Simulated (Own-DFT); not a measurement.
Si₇Ge (layered order of Si and Ge on the diamond lattice, atoms displaced) (calculated)

A calculation, not a measurement: plane-wave density functional theory by an unreviewed code, no spin, of a simulated periodic cell, stress positive in tension, run twice, with PBE and with PBEsol, both on files made for PBE, so the change isn't that of files made for PBEsol, forces on such cells passed a denser k mesh, this cell's mesh not checked; the far tail of each file's local potential was reset to the Coulomb form; each entry is a single point on an unrelaxed cell, so the pressure reflects the starting lattice, mostly measured values (interpolated for alloys), from which strain is counted, and rises with the displacements; printed positions are rounded, which can move forces by about a meV/angstrom; the program, named Own-DFT, is a retired in-house code; no spin-orbit coupling; stress was not checked against mesh or cutoff. Program: Own-DFT development build.

## Si₇Ge (layered order of Si and Ge on the diamond lattice, atoms displaced)

```cif
# cell vector a (Å): 10.9187 0.0000 0.0000
# cell vector b (Å): 0.0000 10.9187 0.0000
# cell vector c (Å): 0.0000 0.0000 10.9187
data_Si7Ge
_symmetry_space_group_name_H-M 'P 1'
_symmetry_Int_Tables_number 1
_cell_length_a 10.9187
_cell_length_b 10.9187
_cell_length_c 10.9187
_cell_angle_alpha 90.000
_cell_angle_beta 90.000
_cell_angle_gamma 90.000
_cell_volume 1301.71
loop_
_atom_site_label
_atom_site_type_symbol
_atom_site_fract_x
_atom_site_fract_y
_atom_site_fract_z
_atom_site_occupancy
Ge1 Ge 0.00015 0.00201 0.99936 1
Si1 Si 0.00001 0.24613 0.24773 1
Si2 Si 0.25236 0.00097 0.25430 1
Ge2 Ge 0.25028 0.25354 0.99945 1
Si3 Si 0.12646 0.12763 0.12269 1
Si4 Si 0.12263 0.37765 0.37466 1
Si5 Si 0.37209 0.12381 0.37700 1
Si6 Si 0.37787 0.37363 0.12447 1
Si7 Si 0.99704 0.00028 0.50576 1
Si8 Si 0.00193 0.25357 0.75275 1
Si9 Si 0.24997 0.99978 0.74483 1
Si10 Si 0.24719 0.25280 0.49701 1
Si11 Si 0.12510 0.12822 0.62598 1
Si12 Si 0.12724 0.37358 0.87799 1
Si13 Si 0.37281 0.12579 0.87368 1
Si14 Si 0.37751 0.37939 0.62838 1
Ge3 Ge 0.99980 0.50109 0.99955 1
Si15 Si 0.00229 0.74787 0.24671 1
Si16 Si 0.24930 0.49593 0.24989 1
Ge4 Ge 0.24615 0.75367 0.00392 1
Si17 Si 0.12336 0.62385 0.13331 1
Si18 Si 0.12395 0.87085 0.37368 1
Si19 Si 0.36773 0.62404 0.37310 1
Si20 Si 0.37625 0.86935 0.12327 1
Si21 Si 0.00290 0.50091 0.49800 1
Si22 Si 0.99769 0.74798 0.75460 1
Si23 Si 0.25016 0.49358 0.74789 1
Si24 Si 0.25109 0.74654 0.50228 1
Si25 Si 0.12355 0.62375 0.62732 1
Si26 Si 0.12704 0.87798 0.87524 1
Si27 Si 0.37425 0.62651 0.88103 1
Si28 Si 0.37552 0.87608 0.62617 1
Ge5 Ge 0.50412 0.99658 0.00302 1
Si29 Si 0.50052 0.25408 0.24562 1
Si30 Si 0.75239 0.99895 0.25454 1
Ge6 Ge 0.74907 0.24488 0.99829 1
Si31 Si 0.62982 0.12228 0.12534 1
Si32 Si 0.62415 0.37542 0.37940 1
Si33 Si 0.87343 0.12258 0.37221 1
Si34 Si 0.87774 0.37496 0.12321 1
Si35 Si 0.49657 0.00127 0.49777 1
Si36 Si 0.50101 0.25095 0.74981 1
Si37 Si 0.75264 0.99654 0.75024 1
Si38 Si 0.75242 0.24811 0.50014 1
Si39 Si 0.62386 0.13112 0.62388 1
Si40 Si 0.62739 0.37556 0.87871 1
Si41 Si 0.87083 0.12232 0.87270 1
Si42 Si 0.87634 0.38127 0.62570 1
Ge7 Ge 0.49940 0.49782 0.99498 1
Si43 Si 0.49744 0.74530 0.25207 1
Si44 Si 0.74896 0.50399 0.25138 1
Ge8 Ge 0.74607 0.74784 0.99996 1
Si45 Si 0.62992 0.62821 0.12708 1
Si46 Si 0.62681 0.87890 0.38013 1
Si47 Si 0.87749 0.62403 0.37169 1
Si48 Si 0.87643 0.87493 0.12604 1
Si49 Si 0.50037 0.50178 0.49803 1
Si50 Si 0.50546 0.74729 0.74684 1
Si51 Si 0.74766 0.49705 0.74872 1
Si52 Si 0.74560 0.75141 0.49879 1
Si53 Si 0.62888 0.62809 0.62075 1
Si54 Si 0.62593 0.87366 0.87594 1
Si55 Si 0.87649 0.62606 0.87742 1
Si56 Si 0.87795 0.87216 0.62266 1
```

- functional: PBE, then PBEsol
- potential files: PseudoDojo norm-conserving, scalar-relativistic, standard set
- wave cutoff: 42 hartree
- occupations: Fermi-Dirac
- smearing width: 0.1 eV
- k mesh: 3 x 3 x 3 centred on Gamma
- PBE pressure: 2.24 GPa
- PBE stress xx: -2.27 GPa
- PBE stress yy: -2.24 GPa
- PBE stress zz: -2.22 GPa
- PBE stress yz: 0.24 GPa
- PBE stress xz: 0.42 GPa
- PBE stress xy: 0.35 GPa
- PBEsol pressure: 0.74 GPa
- PBEsol stress xx: -0.76 GPa
- PBEsol stress yy: -0.73 GPa
- PBEsol stress zz: -0.71 GPa
- PBEsol stress yz: 0.24 GPa
- PBEsol stress xz: 0.42 GPa
- PBEsol stress xy: 0.36 GPa
- rms change of force components from PBE to PBEsol: 0.032 eV/Å

Force:
```
force element  PBE force x (eV/Å)  PBE force y (eV/Å)  PBE force z (eV/Å)  PBEsol force x (eV/Å)  PBEsol force y (eV/Å)  PBEsol force z (eV/Å)
           Ge              -0.101               0.007                0.04                   -0.1                  0.007                  0.037
           Si                   0               0.501               0.228                  0.001                  0.491                  0.224
           Si              -0.389              -0.516              -0.848                 -0.386                 -0.517                  -0.85
           Ge               0.345              -0.515               0.231                  0.336                 -0.502                  0.226
           Si               0.248              -0.489               0.833                  0.255                 -0.485                  0.723
           Si              -0.036              -0.688              -0.322                 -0.044                 -0.678                 -0.325
           Si               0.414               0.823               -0.43                  0.415                  0.827                 -0.424
           Si              -0.305               0.455               0.221                 -0.307                  0.456                  0.112
           Si               0.608               0.085              -0.918                  0.605                  0.092                 -0.909
           Si               -0.49              -0.308              -0.088                  -0.49                 -0.304                 -0.079
           Si              -0.039               0.232               0.549                 -0.043                  0.229                  0.542
           Si               0.439               0.111               0.554                  0.437                  0.117                  0.548
           Si              -0.161               0.015              -0.176                 -0.157                  0.022                 -0.171
           Si              -0.348                0.52              -0.824                 -0.336                  0.512                 -0.706
           Si               0.491              -0.375              -0.305                  0.477                 -0.364                 -0.209
           Si               0.082              -0.727               -0.85                  0.089                 -0.723                 -0.845
           Ge               0.455               0.023               0.212                  0.445                  0.022                  0.207
           Si              -0.618               0.481               0.613                 -0.619                  0.481                  0.599
           Si                0.12                0.04              -0.131                  0.124                  0.026                 -0.144
           Ge              -0.134              -0.718              -0.148                 -0.131                 -0.702                 -0.144
           Si               0.455               -0.34              -0.729                  0.456                 -0.344                 -0.813
           Si                0.09               0.511               0.566                  0.086                  0.505                  0.561
           Si               0.679              -0.309               0.284                  0.661                 -0.306                  0.278
           Si               0.118               0.803               1.266                  0.107                  0.792                  1.151
           Si              -0.438               0.338               0.263                  -0.43                  0.337                  0.258
           Si                0.53               0.399              -0.374                  0.525                    0.4                 -0.361
           Si              -0.154               1.076               0.788                 -0.157                  1.064                  0.786
           Si              -0.378               0.469               0.063                 -0.372                  0.466                  0.068
           Si               0.192              -0.039               0.113                  0.186                 -0.035                  0.121
           Si              -0.334               -0.14              -0.774                 -0.329                 -0.137                 -0.667
           Si              -0.311               0.052               -1.56                 -0.308                  0.053                 -1.447
           Si               0.305              -0.478              -0.283                  0.307                 -0.475                 -0.276
           Ge              -0.634               0.374              -0.371                 -0.617                  0.363                 -0.363
           Si               0.305               -0.92               0.832                  0.307                 -0.917                  0.819
           Si              -0.232              -0.299              -0.594                 -0.234                 -0.305                 -0.598
           Ge                0.44               0.584               0.315                  0.429                  0.568                  0.306
           Si              -0.481               0.102               0.916                 -0.471                  0.102                  0.807
           Si               0.262              -0.067              -0.588                  0.262                 -0.072                 -0.577
           Si               0.529               0.281               0.675                   0.53                  0.281                  0.667
           Si              -0.676              -0.198               0.731                 -0.664                 -0.184                  0.632
           Si               0.383               0.226               0.636                  0.378                  0.223                  0.631
           Si              -0.088               0.236               0.399                 -0.087                  0.236                  0.407
           Si              -0.554               0.097               -0.58                 -0.553                  0.087                 -0.581
           Si               0.149               0.516              -0.018                   0.16                  0.509                 -0.018
           Si               0.164               -1.05               0.133                  0.163                 -1.042                  0.134
           Si              -0.211              -0.491              -1.136                 -0.212                 -0.487                 -1.015
           Si               0.751               0.303              -0.594                  0.743                   0.31                 -0.489
           Si                0.17              -0.794              -0.268                  0.173                 -0.782                 -0.266
           Ge               0.399               0.599               1.112                  0.388                  0.582                  1.087
           Si               0.462               0.555               0.093                  0.461                  0.547                  0.097
           Si               0.277              -0.888              -0.102                  0.269                 -0.889                 -0.106
           Ge               0.891               0.577               0.028                   0.87                  0.563                  0.026
           Si              -1.198              -0.799               0.402                 -1.171                 -0.769                  0.295
           Si              -0.801              -0.386              -0.734                 -0.796                 -0.378                 -0.731
           Si              -0.257               0.426               0.439                  -0.25                  0.427                  0.438
           Si              -0.182              -0.144               0.202                  -0.18                 -0.136                  0.106
           Si              -0.308               0.291               0.209                 -0.309                  0.296                  0.203
           Si              -0.709               0.269               0.574                 -0.703                  0.257                  0.571
           Si               0.292               0.776               0.299                  0.279                  0.769                  0.304
           Si               1.281              -0.075              -0.233                  1.271                 -0.076                 -0.239
           Si              -0.424              -0.803               0.327                 -0.413                 -0.802                  0.325
           Si              -0.038               0.051              -0.951                 -0.039                  0.052                 -0.834
           Si              -0.728              -0.429              -0.731                 -0.727                 -0.434                  -0.62
           Si              -0.567              -0.221               0.517                  -0.56                  -0.23                  0.511
```
